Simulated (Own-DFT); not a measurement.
## Calculated data, Si24O47 (quartz with one neutral oxygen vacancy, atoms displaced)

All values are calculated (Own-DFT development build). A calculation, not a measurement: plane-wave PBE and HSE06 DFT by an unreviewed code, no spin, of a simulated cell at Gamma alone, so results move with cell size and shape, stress positive in tension, energies less offsets, not probed for a lower state with spin; oxygen file: force components 24 meV/angstrom off all-electron in a glass; k mesh not checked against a denser one; forces and stress are PBE's, HSE06 gives the energy alone, and its difference from PBE has offsets of its own; offsets are fitted by least squares, one for each functional and potential file, so energies compare only between cells with the same atoms and settings and are not formation energies; the far tail of each file's local potential was reset to the Coulomb form; each entry is a single point on an unrelaxed cell, so the pressure reflects the starting lattice, mostly measured values (interpolated for alloys), from which strain is counted, and rises with the displacements; printed positions are rounded, which can move forces by about a meV/angstrom; the program, named Own-DFT, is a retired in-house code; no spin-orbit coupling.

Settings shared by all entries: first functional PBE; second functional HSE06; exact exchange share 0.25; screening 0.11 1/bohr; exchange divergence Gygi-Baldereschi; potential files PseudoDojo norm-conserving, scalar-relativistic, made for PBE, standard set; wave cutoff 48 hartree; occupations fixed; k mesh 1 x 1 x 1 centred on Gamma.

(1) Si24O47 (quartz with one neutral oxygen vacancy, atoms displaced)

```
Si24O47
1.0
      9.8268     0.0000     0.0000
     -4.9134     8.5103     0.0000
      0.0000     0.0000    10.8104
Si O Si O Si O Si O Si O Si O Si O Si O
3 6 3 6 3 6 3 6 3 5 3 6 3 6 3 6
Direct
  0.23133 0.00026 0.99422
  0.99902 0.23589 0.33431
  0.26526 0.26694 0.16791
  0.20419 0.13491 0.05844
  0.42682 0.29502 0.22316
  0.35793 0.06956 0.39649
  0.07533 0.36692 0.44033
  0.13336 0.20534 0.27236
  0.29371 0.42786 0.10591
  0.22984 0.99619 0.49754
  0.99439 0.23507 0.82978
  0.25982 0.25924 0.66597
  0.20878 0.13619 0.55305
  0.42284 0.28908 0.72713
  0.36165 0.07178 0.88828
  0.07742 0.36719 0.93888
  0.13459 0.20278 0.77609
  0.29479 0.43195 0.61095
  0.23247 0.50221 0.00139
  0.00037 0.73362 0.33493
  0.26539 0.77404 0.15980
  0.20919 0.63528 0.06159
  0.42391 0.79077 0.21946
  0.36267 0.57119 0.39318
  0.07422 0.86864 0.43930
  0.12832 0.70371 0.27710
  0.29928 0.93407 0.10704
  0.23938 0.50787 0.50182
  0.99638 0.73255 0.83444
  0.26557 0.76437 0.66311
  0.20259 0.63021 0.55737
  0.43147 0.80115 0.72756
  0.36922 0.57570 0.89476
  0.07103 0.86809 0.94240
  0.13422 0.70303 0.77216
  0.29662 0.93522 0.60321
  0.73334 0.99999 0.00205
  0.49670 0.23168 0.33669
  0.76279 0.26410 0.16222
  0.70518 0.12651 0.05440
  0.87016 0.07268 0.38912
  0.57069 0.36556 0.43340
  0.63535 0.20459 0.27202
  0.79936 0.42895 0.10729
  0.73814 0.00208 0.49962
  0.50525 0.23560 0.83140
  0.76233 0.25938 0.67157
  0.70323 0.12947 0.55948
  0.93507 0.29818 0.72533
  0.86715 0.07397 0.89140
  0.57913 0.37301 0.94253
  0.63417 0.20630 0.77363
  0.79692 0.42699 0.60762
  0.73010 0.49761 0.99665
  0.50120 0.73493 0.33320
  0.76190 0.76696 0.16684
  0.70951 0.63462 0.05975
  0.92914 0.79293 0.22632
  0.87026 0.57466 0.38697
  0.57098 0.87213 0.44233
  0.62981 0.70423 0.27601
  0.79413 0.92643 0.10057
  0.73332 0.50086 0.50047
  0.49647 0.73269 0.83374
  0.76352 0.76870 0.66479
  0.70937 0.63108 0.56407
  0.93743 0.80115 0.72854
  0.86771 0.57195 0.89703
  0.57458 0.86664 0.94167
  0.63427 0.70867 0.77116
  0.79220 0.92906 0.60494
```

* PBE energy of cell above offsets: -23.040 eV
* HSE06 less PBE above offsets: -0.528 eV
* PBE pressure: 6.79 GPa
* PBE stress xx: -5.97 GPa
* PBE stress yy: -8.28 GPa
* PBE stress zz: -6.11 GPa
* PBE stress yz: -0.25 GPa
* PBE stress xz: 1.59 GPa
* PBE stress xy: 0.02 GPa

Force:
| element | x (eV/Å) | y (eV/Å) | z (eV/Å) |
| --- | --- | --- | --- |
| Si | 0.402 | 1.656 | 2.34 |
| Si | -1.149 | 1.397 | -2.939 |
| Si | -0.3 | -0.454 | -1.326 |
| O | 0.272 | -0.288 | -0.294 |
| O | 1.713 | -0.3 | 1.295 |
| O | 2.385 | 1.799 | -2.926 |
| O | 0.027 | 0.68 | 0.792 |
| O | -0.685 | -0.173 | 0.735 |
| O | -0.061 | 0.465 | 0.175 |
| Si | -0.627 | 1.147 | 1.609 |
| Si | 3.991 | -0.53 | 2.665 |
| Si | -0.055 | 1.338 | -0.513 |
| O | -0.879 | 0.503 | 0.513 |
| O | 0.957 | 0.399 | 0.031 |
| O | 1.188 | 0.793 | -0.603 |
| O | -1.048 | -0.628 | -0.5 |
| O | -1.299 | -0.182 | 0.314 |
| O | 0.297 | -0.686 | 0.29 |
| Si | 1.541 | -0.573 | -0.379 |
| Si | -0.828 | 1.902 | -1.055 |
| Si | 0.216 | -2.644 | 3.636 |
| O | -1.264 | 0.262 | -0.623 |
| O | 1.324 | 0.038 | 1.408 |
| O | 1.336 | 1.26 | -1.184 |
| O | -1.754 | -1.661 | -0.297 |
| O | 3.377 | 0.645 | -2.512 |
| O | -1.278 | 2.057 | -1.628 |
| Si | 0.64 | -3.947 | -0.526 |
| Si | 1.947 | 0.444 | 0.221 |
| Si | -0.539 | 1.739 | 0.518 |
| O | -1.679 | 2.417 | 1.153 |
| O | -0.701 | -0.18 | -0.832 |
| O | -0.591 | -1.329 | 0.467 |
| O | -0.792 | -1.814 | -0.829 |
| O | -0.745 | 0.12 | 0.481 |
| O | 1.581 | -2.417 | 2.091 |
| Si | 2.07 | -1.587 | -3.28 |
| Si | 0.056 | -1.673 | -3.323 |
| Si | 3.117 | -0.781 | 1.842 |
| O | -2.988 | 3.741 | 1.942 |
| O | -0.825 | -1.962 | 1.521 |
| O | 0.611 | 2.612 | 2.709 |
| O | -1.76 | -0.435 | 0.958 |
| O | -0.896 | 0.775 | -1.112 |
| Si | -0.531 | 0.287 | -2.102 |
| Si | -3.348 | 0.137 | 1.504 |
| Si | 1.799 | 1.813 | -3.316 |
| O | -0.47 | 1.339 | 1.153 |
| O | -2.937 | 0.607 | -2.477 |
| O | -0.652 | -0.699 | 0.29 |
| O | -3.116 | -5.056 | -3.296 |
| O | 0.489 | -0.887 | 1.09 |
| O | -0.378 | -0.58 | -0.049 |
| Si | 3.323 | 3.459 | 4.015 |
| Si | -3.124 | 0.93 | 0.13 |
| Si | 2.139 | -0.405 | 0.303 |
| O | -0.599 | 0.088 | 0.065 |
| O | -1.709 | 0.355 | -0.71 |
| O | -2.276 | -3.166 | 2.91 |
| O | 0.005 | -1.181 | -0.963 |
| O | 1.715 | -0.008 | -0.777 |
| O | 1.126 | -0.598 | 1.852 |
| Si | 2.234 | -1.421 | -1.733 |
| Si | 0.973 | 1.707 | 0.04 |
| Si | 2.495 | 0.119 | 1.431 |
| O | -0.987 | 0.783 | -0.147 |
| O | -2.992 | -0.002 | -1.992 |
| O | 0.516 | 0.011 | -1.039 |
| O | -0.709 | -0.987 | -0.749 |
| O | -0.443 | -0.323 | 0.578 |
| O | 1.154 | -0.266 | 0.975 |

(2) Si24O47 (quartz with one neutral oxygen vacancy, atoms displaced)

```
Si24O47
1.0
      9.8268     0.0000     0.0000
     -4.9134     8.5103     0.0000
      0.0000     0.0000    10.8104
Si O Si O Si O Si O Si O Si O Si O Si O
3 6 3 6 3 6 3 6 3 6 3 6 3 5 3 6
Direct
  0.23787 0.99676 0.00019
  0.99773 0.23643 0.33664
  0.26867 0.26936 0.16767
  0.20460 0.13197 0.05832
  0.42783 0.29169 0.22343
  0.36809 0.07247 0.38983
  0.07564 0.36933 0.43760
  0.13359 0.20995 0.26968
  0.29822 0.43280 0.10647
  0.23379 0.00047 0.49555
  0.00204 0.23947 0.83478
  0.26594 0.26752 0.67087
  0.20868 0.13862 0.56002
  0.42009 0.28705 0.72651
  0.36521 0.06812 0.89249
  0.07100 0.36473 0.94283
  0.13270 0.20266 0.77856
  0.29611 0.43246 0.61297
  0.24093 0.50249 0.00245
  0.99810 0.73289 0.32929
  0.26405 0.76411 0.16938
  0.19957 0.62849 0.06609
  0.42838 0.79155 0.22930
  0.36825 0.57132 0.38837
  0.06842 0.86549 0.43948
  0.13884 0.70885 0.27647
  0.29194 0.92189 0.11009
  0.23182 0.49964 0.50289
  0.00113 0.73214 0.82954
  0.26298 0.75988 0.66604
  0.20501 0.63262 0.56140
  0.43222 0.79352 0.72528
  0.36523 0.57989 0.89221
  0.07800 0.87434 0.93916
  0.13082 0.70510 0.77204
  0.28451 0.91684 0.60976
  0.73842 0.00027 0.99526
  0.50468 0.23795 0.32995
  0.76331 0.26840 0.17054
  0.70358 0.12965 0.05727
  0.92182 0.28457 0.22738
  0.86805 0.07303 0.38416
  0.57154 0.36365 0.44196
  0.64061 0.20995 0.27116
  0.79790 0.43065 0.10912
  0.73468 0.99384 0.50089
  0.49774 0.23521 0.83857
  0.76848 0.26545 0.66727
  0.69964 0.12593 0.56048
  0.92037 0.28851 0.72394
  0.86456 0.07107 0.89486
  0.57269 0.36350 0.93799
  0.63046 0.21022 0.77378
  0.79106 0.42483 0.60536
  0.73164 0.49804 0.99908
  0.49897 0.73782 0.33065
  0.76714 0.76578 0.16985
  0.70048 0.62874 0.05732
  0.93301 0.79765 0.23195
  0.86985 0.57563 0.39053
  0.57136 0.86435 0.44158
  0.79258 0.92361 0.11078
  0.73102 0.49962 0.49916
  0.50593 0.73796 0.83669
  0.76832 0.76841 0.66450
  0.70682 0.63679 0.56303
  0.92430 0.78833 0.72975
  0.86849 0.56964 0.89258
  0.56731 0.86878 0.94136
  0.63580 0.71174 0.77533
  0.79553 0.92851 0.60730
```

- PBE energy of cell above offsets: -23.380 eV
- HSE06 less PBE above offsets: -0.613 eV
- PBE pressure: 7.14 GPa
- PBE stress xx: -6.94 GPa
- PBE stress yy: -7.44 GPa
- PBE stress zz: -7.05 GPa
- PBE stress yz: 0.98 GPa
- PBE stress xz: -1.94 GPa
- PBE stress xy: -0.15 GPa

Force:
| element | x (eV/Å) | y (eV/Å) | z (eV/Å) |
| --- | --- | --- | --- |
| Si | -0.735 | 1.178 | 1.168 |
| Si | 1.774 | 0.042 | -2.353 |
| Si | -1.081 | -1.345 | -1.576 |
| O | 0.505 | 0.722 | 0.608 |
| O | 1.092 | 0.633 | 0.187 |
| O | 0.308 | 0.274 | -0.24 |
| O | -0.597 | 0.348 | 1.141 |
| O | -0.444 | 0.051 | 0.972 |
| O | 1.471 | -0.774 | 1.264 |
| Si | 0.124 | -0.333 | 1.928 |
| Si | -0.221 | -1.664 | -0.226 |
| Si | -1.46 | -0.735 | -1.074 |
| O | 0.247 | -0.746 | -0.704 |
| O | 2.274 | 0.63 | 1.424 |
| O | 0.758 | 0.414 | -0.307 |
| O | 0.501 | 1.353 | 0.763 |
| O | -0.375 | 0.23 | -0.215 |
| O | -0.42 | 0.09 | -0.311 |
| Si | -2.616 | 0.295 | -1.045 |
| Si | 2.759 | 0.629 | 2.622 |
| Si | 1.358 | -0.646 | -0.28 |
| O | 0.464 | -0.509 | -0.739 |
| O | -2.58 | 1.29 | -2.839 |
| O | -0.892 | -0.946 | 1.395 |
| O | 0.175 | 0.229 | 0.077 |
| O | -1.007 | -0.574 | 1.233 |
| O | -0.297 | 1.582 | -0.613 |
| Si | 2.371 | 0.549 | -1.105 |
| Si | -0.769 | 0.877 | 3.303 |
| Si | 1.576 | 1.239 | 1.94 |
| O | -0.384 | -1.114 | -1.246 |
| O | -1.106 | -0.203 | -0.513 |
| O | 0.117 | -1.12 | 0.244 |
| O | -1.099 | -2.78 | -1.638 |
| O | 1.741 | -0.827 | -0.19 |
| O | -1.208 | 2.483 | -1.967 |
| Si | -2.091 | -1.318 | 3.891 |
| Si | -0.328 | -1.173 | 0.714 |
| Si | 3.801 | -0.763 | -4.82 |
| O | -0.35 | 1.528 | 1.223 |
| O | -0.374 | 1.129 | -0.661 |
| O | -1.505 | -2.85 | 2.893 |
| O | -0.529 | -0.088 | -0.477 |
| O | -3.582 | -1.402 | 3.636 |
| O | -0.695 | 0.561 | -0.546 |
| Si | -0.633 | 2.227 | -1.996 |
| Si | -0.062 | -2.247 | -3.135 |
| Si | -4.531 | -1.679 | -1.321 |
| O | 0.406 | 0.552 | 0.19 |
| O | 3.963 | 0.632 | 1.9 |
| O | 2.242 | 1.856 | -2.953 |
| O | -0.441 | 1.837 | 2.282 |
| O | 1.239 | 0.008 | -0.632 |
| O | 0.049 | 0.565 | -0.282 |
| Si | 1.767 | 0.288 | 0.038 |
| Si | 4.615 | -1.445 | 0.866 |
| Si | -2.019 | -1.702 | 1.374 |
| O | -0.361 | 1.243 | 1.06 |
| O | -2.567 | 0.89 | -3.278 |
| O | -1.428 | -2.245 | 1.409 |
| O | -0.095 | 0.01 | 0.308 |
| O | -0.649 | 1.7 | -1.814 |
| Si | 1.447 | 1.105 | 0.223 |
| Si | -1.78 | 0.462 | -1.183 |
| Si | -0.203 | -0.329 | 2.496 |
| O | 0.237 | -1.738 | -1.848 |
| O | -0.959 | 0.879 | -1.473 |
| O | -0.32 | -0.2 | 0.308 |
| O | 0.61 | 0.647 | 0.789 |
| O | 1.927 | -0.203 | -0.776 |
| O | 0.875 | 0.438 | 0.505 |

(3) Si24O47 (quartz with one neutral oxygen vacancy, atoms displaced)

```
Si24O47
1.0
      9.8268     0.0000     0.0000
     -4.9134     8.5103     0.0000
      0.0000     0.0000    10.8104
Si O Si O Si O Si O Si O Si O Si O Si O
3 6 3 6 3 6 3 6 3 6 3 6 3 6 3 5
Direct
  0.23354 0.99921 0.00505
  0.99887 0.23786 0.33329
  0.27890 0.26831 0.16646
  0.20642 0.12742 0.05671
  0.42128 0.29367 0.22445
  0.36055 0.07552 0.39104
  0.06622 0.36351 0.43578
  0.13524 0.20864 0.26982
  0.29431 0.42359 0.10607
  0.24169 0.00408 0.49862
  0.99658 0.23326 0.83313
  0.25767 0.26111 0.66845
  0.20448 0.13042 0.55429
  0.43088 0.29227 0.72987
  0.36248 0.07086 0.88760
  0.06870 0.36042 0.93845
  0.13189 0.20634 0.77573
  0.29610 0.43045 0.61005
  0.23786 0.50249 0.99687
  0.00283 0.73611 0.33420
  0.26284 0.76611 0.16641
  0.19911 0.62793 0.05873
  0.42915 0.79648 0.22810
  0.37007 0.58063 0.39077
  0.07770 0.87089 0.44395
  0.13209 0.70884 0.27825
  0.29603 0.92466 0.10760
  0.23612 0.50143 0.49957
  0.00042 0.73248 0.83103
  0.26656 0.76063 0.66809
  0.20585 0.63542 0.55829
  0.43056 0.79955 0.72674
  0.36735 0.57604 0.88798
  0.08089 0.86899 0.94091
  0.13492 0.69906 0.77340
  0.29260 0.92395 0.60334
  0.73715 0.99910 0.99843
  0.50121 0.23296 0.33741
  0.76505 0.26714 0.16810
  0.70734 0.13352 0.06039
  0.92817 0.29884 0.22459
  0.86698 0.07308 0.39609
  0.57180 0.36428 0.43786
  0.63253 0.20897 0.27369
  0.78560 0.42379 0.10959
  0.73489 0.00054 0.50200
  0.49864 0.23886 0.83806
  0.76861 0.26560 0.66822
  0.70324 0.13237 0.55683
  0.93081 0.30229 0.72557
  0.86852 0.07492 0.89610
  0.57501 0.37013 0.93801
  0.62793 0.20133 0.77597
  0.78792 0.41838 0.60640
  0.72677 0.49666 0.00411
  0.49896 0.73124 0.33065
  0.76422 0.76613 0.16561
  0.70459 0.63133 0.06070
  0.92797 0.79719 0.22116
  0.86565 0.57422 0.39170
  0.57195 0.85966 0.43931
  0.63305 0.70410 0.27456
  0.79193 0.92655 0.10715
  0.73754 0.49862 0.49706
  0.50531 0.73957 0.83121
  0.77185 0.77155 0.66520
  0.70893 0.63233 0.55663
  0.92651 0.78841 0.72651
  0.87024 0.57878 0.89031
  0.57281 0.86736 0.94226
  0.63229 0.70587 0.77293
```

* PBE energy of cell above offsets: -22.911 eV
* HSE06 less PBE above offsets: -0.623 eV
* PBE pressure: 7.52 GPa
* PBE stress xx: -8.33 GPa
* PBE stress yy: -8.08 GPa
* PBE stress zz: -6.13 GPa
* PBE stress yz: -0.59 GPa
* PBE stress xz: 0.08 GPa
* PBE stress xy: 0.05 GPa

Force:
| element | x (eV/Å) | y (eV/Å) | z (eV/Å) |
| --- | --- | --- | --- |
| Si | 3.098 | -0.878 | -2.997 |
| Si | 1.498 | -2.363 | -2.695 |
| Si | -9.565 | -2.877 | -3.558 |
| O | -1.98 | 3.77 | 2.576 |
| O | 9.433 | 0.844 | 4.853 |
| O | 1.745 | 0.361 | -1.892 |
| O | 1.243 | 3.554 | 3.208 |
| O | -0.466 | 0.081 | 0.259 |
| O | -0.531 | 1.498 | -1.369 |
| Si | -1.096 | -2.096 | 1.644 |
| Si | -0.014 | 0.618 | -0.554 |
| Si | 3.129 | 0.406 | -1.053 |
| O | -1.195 | 2.415 | 2.061 |
| O | -3.625 | 0.674 | -2.68 |
| O | -0.34 | -0.385 | 1.594 |
| O | 0.814 | 2.204 | 1.578 |
| O | -0.129 | -0.715 | 0.075 |
| O | -0.292 | -0.378 | -0.409 |
| Si | -0.248 | -1.788 | 0.288 |
| Si | -3.014 | 1.967 | 0.628 |
| Si | 1.451 | -2.095 | 0.889 |
| O | -0.165 | 0.92 | 0.844 |
| O | -1.336 | 0.015 | -1.296 |
| O | -1.701 | -4.033 | 1.968 |
| O | -1.006 | -1.764 | -1.425 |
| O | 2.784 | -0.364 | -1.661 |
| O | -0.273 | 1.477 | -0.187 |
| Si | -0.377 | -0.594 | -0.776 |
| Si | 2.04 | 1.793 | 1.273 |
| Si | -0.953 | 1.92 | -0.633 |
| O | 0.281 | -1.116 | -0.82 |
| O | 0.651 | 0.192 | -0.101 |
| O | -0.123 | -0.441 | 0.301 |
| O | -1.411 | -2.305 | -1.502 |
| O | -0.802 | -0.035 | 0.572 |
| O | 0.841 | -0.405 | 0.979 |
| Si | -1.556 | 0.55 | 1.449 |
| Si | -1.381 | 0.314 | -2.409 |
| Si | 0.424 | -1.42 | -0.745 |
| O | -0.025 | 0.041 | 0.026 |
| O | 0.381 | 0.016 | 0.373 |
| O | 0.453 | 0.269 | -0.72 |
| O | 0.05 | 1.384 | 1.352 |
| O | 0.485 | -0.64 | 0.141 |
| O | -0.104 | 1.05 | -0.246 |
| Si | 1.03 | -3.237 | 0.732 |
| Si | 1.475 | -3.004 | -1.257 |
| Si | -2.525 | -2.168 | 0.722 |
| O | -0.333 | 0.835 | 1.048 |
| O | 1.441 | -0.421 | 0.519 |
| O | 0.449 | -0.655 | -1.182 |
| O | -1.061 | 0.267 | 1.149 |
| O | 1.497 | 0.57 | -0.705 |
| O | -0.6 | 1.946 | -1.151 |
| Si | 3.072 | 1.837 | -1.799 |
| Si | 0.775 | 2.61 | -0.364 |
| Si | 0.049 | -0.477 | 0.683 |
| O | -1.08 | 0.767 | 0.166 |
| O | 1.599 | -0.355 | 1.42 |
| O | 0.759 | -0.083 | -0.795 |
| O | 0.243 | 1.469 | 0.963 |
| O | 0.948 | -0.267 | -0.681 |
| O | 0.156 | 0.38 | 0.023 |
| Si | -0.861 | -0.391 | 1.38 |
| Si | -1.172 | 0.017 | 0.599 |
| Si | -2.54 | 0.513 | -2.238 |
| O | -0.241 | 0.668 | 0.765 |
| O | 0.181 | 1.057 | -0.755 |
| O | -1.98 | -3.234 | 2.674 |
| O | -0.182 | -0.357 | -0.324 |
| O | 1.81 | 0.074 | -0.794 |
